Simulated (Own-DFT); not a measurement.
## Calculated data, InGa$_{3}$As$_{4}$ (zincblende random alloy, strained, atoms displaced)

Computed with Own-DFT development build. A calculation, not a measurement: plane-wave PBE density functional theory by an unreviewed code, no spin, of a simulated periodic cell, stress positive in tension, free energy of the whole cell less one offset for each atom, forces on such cells passed a denser k mesh, this cell's mesh not checked; offsets are fitted by least squares, one for each functional and potential file, so energies compare only between cells with the same atoms and settings and are not formation energies; the far tail of each file's local potential was reset to the Coulomb form; each entry is a single point on an unrelaxed cell, so the pressure reflects the starting lattice, mostly measured values, from which strain is counted, and rises with the displacements; printed positions are rounded, which can move forces by about a meV/angstrom; the program is a retired in-house code; no spin-orbit coupling.

Settings shared by all entries: functional PBE; potential files PseudoDojo norm-conserving, scalar-relativistic, standard set; wave cutoff 42 hartree; occupations Fermi-Dirac; smearing width 0.1 eV; k mesh 3 x 3 x 3 centred on Gamma.

(1) InGa$_{3}$As$_{4}$ (zincblende random alloy, strained, atoms displaced)

```
InGa3As4
1.0
     11.5796     0.1110    -0.2284
      0.1110    11.5031    -0.1455
     -0.2284    -0.1455    11.5714
Ga In Ga As Ga In Ga As In Ga As Ga As Ga In Ga As Ga In Ga As In Ga As Ga In Ga As
2 1 1 4 2 1 1 4 2 2 4 4 4 1 1 2 4 2 1 1 4 1 3 4 2 1 1 4
Direct
  0.00205 0.00204 0.99002
  0.99762 0.24761 0.24469
  0.24499 0.00383 0.25309
  0.24889 0.25061 0.00402
  0.12022 0.12937 0.12773
  0.12740 0.37541 0.38054
  0.37838 0.12175 0.37491
  0.37375 0.37961 0.12708
  0.99587 0.99825 0.49766
  0.99816 0.26236 0.74736
  0.23848 0.00457 0.75237
  0.25055 0.25278 0.50296
  0.12172 0.12034 0.62680
  0.13025 0.38287 0.88192
  0.37804 0.12508 0.87431
  0.37829 0.37329 0.62535
  0.99740 0.50133 0.00083
  0.00049 0.74962 0.24710
  0.24650 0.49824 0.25191
  0.25278 0.74579 0.99798
  0.12128 0.62214 0.12236
  0.12862 0.87883 0.37699
  0.37137 0.62183 0.37062
  0.37354 0.87000 0.12443
  0.99578 0.49289 0.48830
  0.99910 0.74960 0.74822
  0.25335 0.49379 0.74027
  0.25009 0.75411 0.50129
  0.13140 0.62550 0.62010
  0.12156 0.87357 0.87430
  0.37678 0.62324 0.87946
  0.37656 0.87528 0.62859
  0.49906 0.99672 0.99298
  0.49577 0.25908 0.25023
  0.74737 0.00347 0.25134
  0.75079 0.24736 0.99448
  0.62788 0.12091 0.12746
  0.62056 0.38003 0.37387
  0.87620 0.12478 0.37492
  0.86736 0.37929 0.12558
  0.49412 0.00032 0.49431
  0.49577 0.25536 0.75532
  0.74827 0.00786 0.75130
  0.75110 0.25391 0.50499
  0.62062 0.12693 0.62289
  0.61981 0.37178 0.87288
  0.88055 0.12245 0.87925
  0.87908 0.38156 0.63123
  0.49502 0.50508 0.00018
  0.49709 0.74869 0.24724
  0.75327 0.49982 0.24256
  0.75049 0.75231 0.99777
  0.63227 0.61861 0.12271
  0.61742 0.87233 0.37334
  0.88114 0.61968 0.36723
  0.87196 0.88024 0.13096
  0.49976 0.49643 0.50149
  0.50125 0.74959 0.74293
  0.74586 0.49948 0.74366
  0.75290 0.74772 0.50210
  0.62962 0.62831 0.62264
  0.62423 0.87940 0.87464
  0.88268 0.61646 0.87700
  0.87323 0.87728 0.62997
```

```
free energy of cell above offsets : -21.651 eV
pressure                          : 4.27 GPa
stress xx                         : -4.28 GPa
stress yy                         : -4.39 GPa
stress zz                         : -4.13 GPa
stress yz                         : -0.65 GPa
stress xz                         : -3.34 GPa
stress xy                         : 2.16 GPa
```

Force:
```csv
element,x (eV/Å),y (eV/Å),z (eV/Å)
Ga,0.1,-0.645,1.51
Ga,-0.392,0.573,0.754
In,0.261,-0.771,-0.47
Ga,0.162,-0.224,-0.065
As,-0.275,0.436,-1.679
As,-0.082,-0.491,-1.054
As,-0.155,1.46,1.064
As,-1.862,0.485,-0.746
Ga,0.11,-0.265,0.296
Ga,0.956,-1.139,0.968
In,1.291,-1.35,0.761
Ga,-0.033,-1.006,0.029
As,-1.545,2.465,-1.845
As,0.837,-1.244,-1.669
As,0.165,1.038,0.772
As,0.134,0.137,-0.297
In,0.054,-1.823,1.169
In,0.198,0.145,0.471
Ga,-0.304,-0.022,-0.158
Ga,-0.588,-0.003,0.228
As,2.578,0.696,0.493
As,-0.525,-0.272,1.268
As,0.386,0.512,0.556
As,0.44,0.306,-0.794
Ga,0.332,0.471,1.182
Ga,0.089,-0.676,-0.015
Ga,-0.292,0.628,0.929
Ga,0.327,-0.424,-0.089
As,-0.773,-0.084,-0.081
As,-0.088,-0.84,0.747
As,-1.502,1.657,-2.818
As,0.204,0.108,-0.851
Ga,-0.032,0.006,1.029
In,0.29,-1.948,0.043
Ga,-0.099,-0.61,0.492
Ga,-0.314,-0.247,0.573
As,-0.184,0.319,-1.181
As,2.063,0.959,1.11
As,-0.241,0.526,0.041
As,0.374,-1.427,-0.13
Ga,0.496,-0.64,0.862
Ga,0.055,-1.075,-0.469
In,-0.45,-0.562,0.184
Ga,-0.196,-0.169,-0.266
As,-0.852,1.154,-0.854
As,0.799,-0.348,0.261
As,0.482,2.072,-0.227
As,0.609,-0.755,-2.192
In,0.776,-1.609,0.835
Ga,0.23,-0.784,-0.016
Ga,-0.639,-0.032,1.207
Ga,0.24,-0.261,0.173
As,0.355,1.944,0.642
As,0.867,0.225,0.181
As,-1.297,0.005,0.997
As,-0.469,0.836,-1.554
Ga,-0.168,0.57,-0.127
Ga,0.045,-0.143,0.835
In,-0.329,-0.268,1.659
Ga,0.005,0.111,-0.611
As,-1.458,0.911,-1.244
As,-0.287,-1.119,0.03
As,-1.72,3.232,-1.621
As,0.842,-0.705,-1.227
```

(2) InGa$_{3}$As$_{4}$ (zincblende random alloy, strained, atoms displaced)

```
InGa3As4
1.0
     11.6757    -0.0485     0.1893
     -0.0485    11.3806    -0.0856
      0.1893    -0.0856    11.5377
In Ga In Ga As Ga As Ga As Ga In As Ga In Ga As Ga As Ga In Ga As In Ga In As
1 1 1 1 4 4 4 4 4 2 2 4 2 1 1 4 4 4 2 1 1 4 1 2 1 4
Direct
  0.00350 0.00592 0.00145
  0.99686 0.25104 0.25369
  0.24867 0.00151 0.24027
  0.24643 0.25308 0.99961
  0.12551 0.11660 0.12382
  0.12870 0.37311 0.37372
  0.38228 0.13147 0.37556
  0.37809 0.37359 0.12106
  0.00077 0.99679 0.50395
  0.00712 0.24834 0.74412
  0.24884 0.99843 0.74909
  0.25499 0.25539 0.49504
  0.11529 0.12709 0.62679
  0.12528 0.37345 0.87306
  0.38379 0.12810 0.88451
  0.37657 0.37488 0.62729
  0.00265 0.49452 0.99316
  0.00008 0.74910 0.25490
  0.24382 0.50029 0.25731
  0.25597 0.74161 0.00177
  0.12857 0.62693 0.12977
  0.12421 0.87639 0.36839
  0.37008 0.63023 0.36558
  0.37408 0.87834 0.13048
  0.00402 0.49911 0.50150
  0.00862 0.75204 0.75484
  0.25244 0.49802 0.74608
  0.24299 0.74830 0.49961
  0.12501 0.62005 0.63188
  0.12369 0.87375 0.87349
  0.37864 0.62640 0.88297
  0.37428 0.87126 0.62191
  0.50161 0.00076 0.00810
  0.50125 0.23856 0.24925
  0.75344 0.99766 0.24727
  0.75283 0.24476 0.00372
  0.62529 0.11964 0.12074
  0.62307 0.37328 0.37357
  0.87248 0.12387 0.38958
  0.87723 0.37505 0.12502
  0.49376 0.99775 0.49995
  0.50392 0.24047 0.74374
  0.75196 0.00042 0.74250
  0.75425 0.25305 0.49644
  0.63336 0.11928 0.62275
  0.62961 0.37110 0.87724
  0.87635 0.13360 0.87406
  0.86855 0.37099 0.62786
  0.50790 0.49272 0.00127
  0.50395 0.75807 0.24314
  0.75417 0.50096 0.25458
  0.75158 0.74536 0.99355
  0.62488 0.62697 0.12540
  0.62192 0.87860 0.37584
  0.87791 0.61666 0.36957
  0.87721 0.87789 0.13258
  0.50044 0.50222 0.49825
  0.49701 0.75332 0.74940
  0.75184 0.50099 0.74978
  0.74470 0.75585 0.50667
  0.62770 0.62164 0.62544
  0.62467 0.88246 0.87449
  0.86885 0.62553 0.87343
  0.87380 0.87144 0.63122
```

```
free energy of cell above offsets : -22.075 eV
pressure                          : 4.43 GPa
stress xx                         : -3.93 GPa
stress yy                         : -4.95 GPa
stress zz                         : -4.4 GPa
stress yz                         : -1.55 GPa
stress xz                         : 2.34 GPa
stress xy                         : -0.02 GPa
```

Force:
```csv
element,x (eV/Å),y (eV/Å),z (eV/Å)
In,-1.58,-0.561,-1.111
Ga,0.016,-0.411,-0.099
In,0.273,1.102,2.001
Ga,0.258,-0.129,0.162
As,0.144,3.459,0.436
As,-0.497,-0.315,0.437
As,-0.624,-0.864,0.735
As,-0.484,-0.152,0.884
Ga,-0.279,-0.092,-0.109
Ga,-1.375,1.098,0.975
Ga,0.335,0.562,0.233
Ga,-0.365,-0.183,0.602
As,2.034,-0.892,-1.067
As,-0.425,-1.014,0.44
As,-0.816,-0.471,-0.718
As,0.746,-2.254,-0.568
Ga,-0.376,0.828,0.592
Ga,-0.235,0.084,-0.463
Ga,0.827,0.111,-1.112
Ga,-0.545,1.035,0.294
As,-0.497,-0.556,-0.428
As,-1.291,-0.096,0.969
As,0.994,-0.472,-0.667
As,1.694,-1.905,-1.968
Ga,-0.591,-0.202,0.1
Ga,-1.066,-0.356,-0.215
In,0.195,0.826,1.36
In,-0.196,0.358,-0.273
As,-1.66,0.228,-0.518
As,1.508,-0.766,0.027
As,1.016,-0.388,-0.395
As,0.395,0.727,0.901
Ga,-0.395,-0.292,-0.682
Ga,0.448,1.333,-0.704
In,-0.882,1.525,1.113
Ga,-0.171,0.722,-0.142
As,-0.019,0.765,0.143
As,0.266,-1.968,-0.201
As,1.229,0.029,-0.776
As,0.786,-1.1,-0.803
Ga,0.433,0.505,0.102
Ga,0.059,0.507,0.494
Ga,0.075,0.432,1.122
Ga,-1.033,0.411,0.416
As,-0.611,0.184,-0.639
As,0.091,-0.288,-0.494
As,-0.331,-0.458,-0.879
As,1.065,0.298,-0.224
Ga,-0.269,0.608,-0.025
Ga,-0.321,-0.223,0.408
In,-1.383,-0.315,-1.226
Ga,-0.596,1.122,0.808
As,-0.152,0.145,-0.611
As,-1.191,-0.419,0.06
As,1.879,1.616,2.075
As,1.036,-2.853,-1.564
In,-0.805,0.634,-0.471
Ga,0.399,-0.07,0.309
Ga,-0.487,-0.136,0.181
In,0.589,-0.301,-1.345
As,-0.543,-0.163,1.965
As,0.167,-0.61,-0.061
As,1.432,-0.463,-0.26
As,1.706,0.486,0.469
```

(3) InGa$_{3}$As$_{4}$ (zincblende random alloy, strained, atoms displaced)

```
InGa3As4
1.0
     11.7319     0.1189     0.1761
      0.1189    11.6098    -0.0489
      0.1761    -0.0489    11.5704
Ga In As Ga As Ga In As Ga As Ga In As In Ga In Ga As Ga In Ga As In Ga In As
3 1 4 4 4 3 1 4 4 4 3 1 4 1 1 1 1 4 2 1 1 4 1 2 1 4
Direct
  0.99474 0.99743 0.99354
  0.99958 0.24977 0.24603
  0.24560 0.99997 0.25160
  0.24980 0.25035 0.00233
  0.12599 0.12568 0.12516
  0.11592 0.37321 0.36932
  0.36903 0.12190 0.38312
  0.37342 0.38113 0.13241
  0.00572 0.99554 0.49748
  0.00448 0.25368 0.74951
  0.25551 0.99808 0.74535
  0.25229 0.24488 0.50060
  0.11901 0.13242 0.62562
  0.12121 0.37079 0.86769
  0.37238 0.12698 0.86622
  0.37619 0.37844 0.62416
  0.00166 0.49169 0.99528
  0.99460 0.75824 0.24699
  0.25259 0.49092 0.24658
  0.24882 0.75182 0.99434
  0.12369 0.62267 0.12716
  0.12488 0.87147 0.37561
  0.37727 0.61729 0.37874
  0.37464 0.87635 0.12009
  0.00354 0.50469 0.50171
  0.00183 0.74419 0.74690
  0.24917 0.50259 0.75481
  0.25110 0.75285 0.50592
  0.12930 0.63101 0.63044
  0.12643 0.87064 0.88389
  0.38078 0.62257 0.87861
  0.37556 0.87051 0.62440
  0.50560 0.00106 0.99985
  0.50756 0.24919 0.25149
  0.75430 0.99865 0.25844
  0.75231 0.25038 0.00083
  0.62634 0.12339 0.12390
  0.62930 0.37680 0.37491
  0.86644 0.11697 0.37153
  0.86935 0.37315 0.12926
  0.50261 0.99707 0.49863
  0.50598 0.24567 0.75405
  0.75332 0.99905 0.74811
  0.74935 0.24831 0.49802
  0.61587 0.11870 0.62303
  0.62885 0.37358 0.88101
  0.87023 0.12349 0.87750
  0.87960 0.38191 0.61889
  0.49760 0.49573 0.01055
  0.50370 0.75605 0.25622
  0.74040 0.49569 0.25661
  0.74958 0.75295 0.00061
  0.62070 0.62373 0.12471
  0.61468 0.87150 0.37057
  0.87163 0.62659 0.37532
  0.87392 0.87220 0.12723
  0.49699 0.49259 0.50268
  0.50312 0.74977 0.75237
  0.74568 0.49762 0.75094
  0.75125 0.74756 0.50204
  0.63355 0.62417 0.63535
  0.62824 0.87218 0.86462
  0.87496 0.62436 0.86587
  0.87549 0.86607 0.62476
```

```
free energy of cell above offsets : -21.931 eV
pressure                          : 2.76 GPa
stress xx                         : -2.34 GPa
stress yy                         : -2.87 GPa
stress zz                         : -3.06 GPa
stress yz                         : -0.99 GPa
stress xz                         : 2.09 GPa
stress xy                         : 1.21 GPa
```

Force:
```csv
element,x (eV/Å),y (eV/Å),z (eV/Å)
Ga,0.214,0.259,0.679
Ga,-0.57,-0.167,0.161
Ga,0.348,0.018,-0.086
In,0.242,0.658,-0.112
As,-1.127,-1.266,0.499
As,0.904,-0.133,0.547
As,0.09,0.404,-1.772
As,1.436,-1.354,-0.492
Ga,-0.794,0.412,0.517
Ga,-1.31,-0.017,-0.016
Ga,-0.934,0.224,0.338
Ga,-0.737,1.145,0.344
As,0.754,-1.248,-0.431
As,0.314,0.709,0.043
As,1.103,-1.028,0.031
As,-1.521,-2.008,1.739
Ga,-0.586,0.787,0.478
Ga,0.453,-1.041,0.514
Ga,-1.349,1.523,1.265
In,0.613,-0.977,1.601
As,-0.455,-0.644,0.257
As,0.326,-0.183,-0.335
As,-1.092,1.435,-1.155
As,0.801,0.567,1.073
Ga,0.088,0.487,-0.338
Ga,-0.291,0.827,0.709
Ga,0.328,0.034,-0.152
Ga,0.115,-0.46,-0.557
As,0.232,-0.911,-0.691
As,-1.593,1.639,-2.653
As,0.651,-0.99,-0.9
As,-0.208,-0.664,0.669
Ga,-0.433,-0.075,-0.396
Ga,-0.703,-0.024,0.333
Ga,-1.128,-0.546,-0.898
In,-0.238,0.279,0.82
As,-0.434,-0.986,0.842
As,-1.136,-3.086,1.089
As,1.413,0.732,0.715
As,1.982,0.082,-0.425
In,-1.218,0.254,0.224
Ga,-0.464,0.767,-0.143
In,0.005,0.621,-0.432
Ga,-0.024,0.025,0.375
As,1.495,1.806,0.382
As,-1.315,0.731,-1.125
As,2.245,-0.248,-0.98
As,-0.541,-0.859,0.51
Ga,0.217,0.48,-0.584
Ga,-1.368,-1.02,-1.068
In,1.376,1.996,-1.127
Ga,-0.07,-0.506,-0.294
As,-0.202,0.848,-0.47
As,2.188,-0.186,-0.733
As,1.978,-0.703,-0.89
As,-0.332,0.592,-0.574
In,1.247,1.487,0.356
Ga,-0.329,-0.337,-0.053
Ga,0.637,-0.102,0.271
In,-1.013,0.688,-0.076
As,-1.312,-0.46,0.045
As,-0.96,-0.556,1.795
As,-0.043,-0.382,0.926
As,2.034,0.649,-0.191
```

(4) InGa$_{3}$As$_{4}$ (zincblende random alloy, strained, atoms displaced)

```
InGa3As4
1.0
     11.3193    -0.1644    -0.1812
     -0.1644    11.2995     0.1300
     -0.1812     0.1300    11.3762
Ga As Ga In Ga In As Ga As Ga In Ga As Ga In Ga As In Ga In Ga As Ga In Ga As In Ga As
4 4 1 1 1 1 4 4 4 2 1 1 4 2 1 1 4 1 1 1 1 4 1 1 2 4 1 3 4
Direct
  0.00314 0.01442 0.99984
  0.00107 0.25422 0.25586
  0.25081 0.98889 0.25363
  0.25192 0.24190 0.99993
  0.12939 0.11805 0.12612
  0.12729 0.38038 0.37084
  0.37541 0.12589 0.37723
  0.37665 0.37587 0.12050
  0.00097 0.99546 0.50491
  0.00068 0.25241 0.75085
  0.25442 0.99194 0.74885
  0.25462 0.25377 0.49962
  0.11906 0.12185 0.62606
  0.12962 0.36582 0.87765
  0.37538 0.12501 0.87632
  0.37087 0.38130 0.61680
  0.99714 0.50267 0.99589
  0.00045 0.74630 0.24789
  0.25180 0.49876 0.25167
  0.25071 0.75082 0.00155
  0.12769 0.62358 0.11949
  0.12370 0.87781 0.37955
  0.37042 0.62683 0.38038
  0.37902 0.88621 0.12270
  0.00738 0.50532 0.49672
  0.00200 0.75110 0.75115
  0.25347 0.50006 0.75336
  0.25880 0.74469 0.49685
  0.11930 0.62787 0.61877
  0.12347 0.87991 0.88137
  0.37579 0.62792 0.87085
  0.37541 0.86496 0.62698
  0.50234 0.00714 0.00167
  0.49884 0.25221 0.24862
  0.75352 0.00543 0.24841
  0.74858 0.25047 0.00557
  0.63262 0.11908 0.12360
  0.62931 0.37287 0.37496
  0.87932 0.12248 0.37232
  0.87652 0.37245 0.12006
  0.48645 0.00248 0.49935
  0.49913 0.25577 0.75295
  0.75119 0.99902 0.75176
  0.74991 0.25096 0.50318
  0.63541 0.12213 0.62840
  0.62370 0.37891 0.87533
  0.87170 0.12338 0.87875
  0.86582 0.37772 0.62452
  0.49641 0.50763 0.99557
  0.49587 0.74539 0.25576
  0.75553 0.49386 0.25269
  0.74581 0.74941 0.99940
  0.62573 0.62229 0.13037
  0.62284 0.88038 0.37502
  0.87829 0.62398 0.38203
  0.87226 0.86749 0.12046
  0.49953 0.50697 0.49840
  0.50176 0.75125 0.74416
  0.74740 0.49466 0.75158
  0.75029 0.75507 0.49161
  0.62468 0.62389 0.62015
  0.62379 0.87557 0.88296
  0.86885 0.62552 0.87452
  0.87876 0.87357 0.62383
```

```
free energy of cell above offsets : -19.005 eV
pressure                          : 8.81 GPa
stress xx                         : -8.87 GPa
stress yy                         : -8.92 GPa
stress zz                         : -8.64 GPa
stress yz                         : 1.58 GPa
stress xz                         : -3.33 GPa
stress xy                         : -2.52 GPa
```

Force:
```csv
element,x (eV/Å),y (eV/Å),z (eV/Å)
Ga,-0.597,-1.62,0.015
Ga,0.191,-0.575,-0.986
Ga,0.189,0.662,-0.292
Ga,0.109,-0.007,0.315
As,0.146,1.08,1.225
As,-1.069,0.609,0.046
As,-1.361,1.269,-3.042
As,-0.307,0.143,0.315
Ga,0.007,0.258,-0.707
In,-0.847,-0.687,-0.746
Ga,-0.438,0.201,-0.008
In,-1.433,-1.725,-0.645
As,1.027,-0.859,0.124
As,0.024,1.354,2.07
As,0.033,0.08,-0.521
As,1.581,-0.26,2.705
Ga,0.432,-0.548,-0.248
Ga,0.166,0.005,-0.053
Ga,0.224,0.186,-0.978
Ga,0.445,0.35,-0.319
As,-0.179,0.02,0.806
As,0.064,-0.85,0.031
As,-2.109,-0.345,-0.887
As,-0.929,-0.472,-0.118
Ga,-0.73,-1.248,0.074
Ga,0.041,-0.176,0.046
In,-1.105,-0.516,-1.131
Ga,-1.537,0.513,0.301
As,0.49,0.93,0.709
As,-0.009,-0.141,-0.304
As,0.923,1.98,1.449
As,-1.222,0.198,0.706
Ga,0.179,-0.365,-0.601
Ga,0.545,-0.457,-0.283
In,0.857,-2.426,-0.104
Ga,-0.041,-0.204,-1.005
As,-2.429,2.558,-0.939
As,-0.194,-0.295,-0.324
As,1.152,1.7,2.253
As,0.237,0.555,0.84
In,2.419,-1.003,1.211
Ga,0.08,-0.429,-0.827
In,0.777,-1.849,0.13
Ga,0.254,-0.695,-0.671
As,-2.313,2.326,-0.914
As,-0.274,-0.131,0.827
As,0.173,1.297,1.709
As,0.595,1.117,-0.635
Ga,0.689,-0.447,0.309
In,0.648,0.521,-1.421
Ga,0.274,0.214,-0.395
Ga,0.052,-0.73,0.118
As,0.484,-0.57,-0.608
As,0.376,-0.204,1.084
As,-0.529,0.35,-0.923
As,1.205,0.551,-0.129
In,0.822,-1.794,-1.018
Ga,1.014,-0.579,0.761
Ga,0.102,0.562,-0.522
Ga,0.103,-0.345,0.515
As,1.902,1.991,1.99
As,-1.352,-0.569,0.009
As,0.164,0.257,-0.209
As,-0.191,-0.713,-0.177
```
